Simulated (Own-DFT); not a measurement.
# Two functionals across a range of volumes: D0_22 TiAl3, 40 atoms (Al30Ti10)

Source: density functional calculations with Own-DFT, an unreviewed in-house program that is no longer used. Nothing was measured or relaxed, and spin and spin-orbit coupling are left out.

Keep in mind: forces on such cells failed a check on a denser k mesh; stress not checked against mesh or cutoff.

Each geometry was run with PBE and with PBEsol, otherwise alike: PseudoDojo norm-conserving scalar-relativistic files made for PBE; cutoff 42 hartree; 4 x 4 x 4 k mesh centred on Gamma; cold (Marzari-Vanderbilt) smearing of 0.2 eV. Unstrained cell vectors in Å: (-2.365, -6.981, 4.326); (-7.667, 3.491, 1.442); (-2.950, -3.488, -7.241). Each has a uniform strain, of which the change of volume is shown, and random moves of rms u per axis.

```
run,volume change (%),u (Å),P with PBE (GPa),P with PBEsol (GPa)
1,-1.96,0.0443,4.91,2.95
2,0.72,0.0469,2.02,0.13
3,1.09,0.0439,1.57,-0.31
4,-0.40,0.0506,3.25,1.33
5,-1.49,0.0513,4.66,2.71
6,0.91,0.0480,1.82,-0.06
7,-1.56,0.0461,4.51,2.57
8,-2.92,0.0471,6.43,4.45
9,0.18,0.0526,2.78,0.88
10,-1.04,0.0558,4.23,?
```

Question: by how much does PBEsol shrink this cell, and what belongs in the blank?

## Working it out

Write v for the change of volume as a fraction. Fitted to v and u², the PBE pressure has a slope of -116 ± 3 GPa in v, with the ions held to the strained lattice. The difference PBEsol less PBE is -1.91 + 2.6 v GPa (slope ± 0.1) and averages -1.92 GPa. Divided by the mean slope of the two, 115 GPa, that makes PBEsol's volume at a given pressure, near 3 GPa, about 1.7 % smaller, or 0.56 % in lengths. At one volume PBEsol's slope is the smaller by 3 GPa, but its pressure there is lower too. If stiffness rises by about 4 GPa for each GPa, PBEsol at equal pressure is stiffer by about 5 GPa. Files made for PBEsol would give a different shift.

For run 10 the line gives 2.30 GPa. The run itself gave 2.30 GPa.
